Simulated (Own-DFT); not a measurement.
# How strain changes the stress of wurtzite GaN, 96 atoms (Ga48N48)

Calculated, not measured: single-point runs of Own-DFT, a retired in-house plane-wave DFT program that no person has reviewed, on unrelaxed cells, without spin or spin-orbit coupling.

All runs used: PBE; PseudoDojo norm-conserving scalar-relativistic files (stringent for Ga); cutoff 96 hartree; 3 x 4 x 3 k mesh centred on Gamma; Gaussian smearing of 0.01 eV.

Known weak points: forces on such cells passed a denser k mesh, each cell not checked; stress not checked against mesh or cutoff.

Unstrained cell vectors in Å: (12.756, 0.000, 0.000); (-4.783, 8.285, 0.000); (0.000, 0.000, 10.370). The unstrained cell has measured lattice constants (interpolated for alloys), not those of this functional. That, the random moves and any unrelaxed bonds set the pressure at no strain. The cell is deformed uniformly in each run, and the atoms keep their fractional places. All atoms carry random offsets, Gaussian with a width of 0.05 Å per axis. Stress is counted positive in tension, P = -(s_xx + s_yy + s_zz)/3, and strain components are those of the symmetric tensor.

| run | e_xx (%) | e_yy (%) | e_zz (%) | e_yz (%) | e_xz (%) | e_xy (%) | s_xx (GPa) | s_yy (GPa) | s_zz (GPa) | s_yz (GPa) | s_xz (GPa) | s_xy (GPa) | P (GPa) | E (meV/atom) |
|---|---|---|---|---|---|---|---|---|---|---|---|---|---|---|
| 1 | 0.13 | -1.72 | 1.92 | 1.73 | -0.56 | -1.68 | -8.02 | -12.62 | -0.48 | 2.31 | -2.39 | -6.30 | 7.04 | 25.6 |
| 2 | -0.71 | 1.68 | 0.05 | 1.17 | -1.31 | 1.89 | -7.99 | -1.00 | -6.14 | 2.11 | -2.65 | 5.46 | 5.04 | 8.5 |
| 3 | -1.63 | 1.86 | 0.45 | 1.14 | -1.27 | 1.45 | -11.47 | -2.05 | -5.15 | 2.82 | -2.77 | 4.13 | 6.22 | 21.7 |
| 4 | 0.46 | -1.82 | -1.02 | -0.38 | -0.37 | 0.83 | -6.95 | -14.40 | -15.39 | -0.50 | -0.79 | 3.65 | 12.25 | 25.0 |
| 5 | -1.99 | -1.13 | -1.59 | -0.06 | 0.31 | 0.02 | -19.32 | -14.99 | -19.39 | 0.45 | 0.43 | 1.23 | 17.90 | 62.4 |
| 6 | -0.30 | -0.57 | 0.83 | 0.62 | -1.18 | -1.94 | -9.46 | -8.76 | -5.17 | 0.57 | -3.36 | -6.93 | 7.80 | 25.2 |
| 7 | 1.53 | -1.77 | 0.65 | -0.84 | -0.82 | -1.27 | -2.21 | -12.23 | -4.89 | -2.04 | -1.94 | -3.51 | 6.44 | 13.2 |
| 8 | -1.94 | 0.54 | -0.87 | -0.29 | 1.43 | -0.17 | -16.53 | -7.08 | -13.01 | -0.41 | 4.22 | -0.41 | 12.21 | 32.3 |
| 9 | 1.64 | 1.39 | 0.93 | 0.60 | 0.48 | 0.31 | 1.31 | -0.27 | -0.81 | 1.73 | 0.77 | 1.86 | -0.08 | 0.0 |
| 10 | -1.99 | -0.88 | 1.02 | -0.25 | 1.10 | 0.31 | -15.29 | -13.03 | -4.72 | -0.81 | 1.76 | 0.80 | 11.02 | 23.0 |
| 11 | -0.60 | -1.04 | -0.15 | 0.01 | 1.42 | -0.95 | -10.18 | -12.60 | -9.81 | -0.23 | 2.42 | -3.05 | 10.86 | 25.0 |
| 12 | 0.92 | 0.64 | -1.84 | 1.76 | 0.59 | -0.55 | -4.77 | -3.71 | -15.39 | 4.16 | 0.49 | -1.27 | 7.96 | 21.5 |
| 13 | 0.88 | 0.40 | -0.38 | -1.08 | 0.97 | 1.35 | -3.57 | -4.04 | -9.14 | -1.31 | 2.36 | 4.12 | 5.58 | 14.7 |
| 14 | -1.97 | 1.57 | 1.03 | 1.53 | 1.47 | -1.28 | -14.82 | -1.66 | -3.15 | 3.45 | 3.95 | -3.57 | 6.55 | 23.2 |
| 15 | 1.07 | 0.24 | 0.67 | 0.74 | 1.23 | -1.84 | -2.64 | -4.50 | -2.69 | 1.50 | 2.04 | -6.26 | 3.27 | 3.8 |
| 16 | 0.78 | -1.08 | 1.24 | 1.65 | 0.03 | 0.11 | -4.28 | -8.40 | -1.83 | 2.84 | -0.49 | -0.09 | 4.84 | 0.6 |
| 17 | 0.92 | 1.68 | -1.22 | 1.51 | -1.58 | -1.89 | -2.51 | -1.44 | -11.53 | 4.04 | -3.04 | -4.93 | 5.16 | 24.5 |
| 18 | -1.50 | 1.50 | -0.17 | 0.61 | 0.48 | -1.69 | ? | ? | ? | ? | ? | ? | ? | ? |

E is the free energy per atom, counted from the lowest run shown.

## What the rows give

Each stress component was fitted by least squares to a constant and the strains of the runs shown, as fractions, with shears doubled. Shear strains stay in the fit of a normal stress only where such slopes are resolved. The slopes, in GPa:

| stress | at no strain | per e_xx | per e_yy | per e_zz | scatter |
|---|---|---|---|---|---|
| s_xx | -7.5 | 431 ± 16 | 96 ± 16 | 67 ± 19 | 0.83 |
| s_yy | -7.1 | 111 ± 16 | 389 ± 16 | 60 ± 19 | 0.83 |
| s_zz | -7.9 | 84 ± 10 | 109 ± 10 | 506 ± 13 | 0.54 |

The slope of each shear stress on twice its own strain, from a fit on all six strains: yz 95 ± 6, xz 107 ± 6, xy 155 ± 7 GPa. These are stiffnesses along x, y and z of the frame in which the cell vectors are given, with the crystal's c axis along z: C11, C12, C13 and C33. Hexagonal symmetry asks that xx and yy behave alike, which is a second check on the noise. These are clamped-ion slopes: internal relaxation, where symmetry allows it, would soften some. Symmetry asks for nearly equal slopes across the diagonal; the mismatch is a measure of noise. A ninth of the table's sum, 206 ± 5 GPa, estimates the bulk modulus near the mean pressure of these runs, 7.7 GPa, so it lies above the value at zero pressure.

## Check

Question: what normal stresses and pressure should run 18 give?

The fit gives s_xx = -12.6, s_yy = -3.0, s_zz = -8.4 and P = 8.0 GPa. Computed: -11.22, -2.94, -8.16 and P = 7.44 GPa.
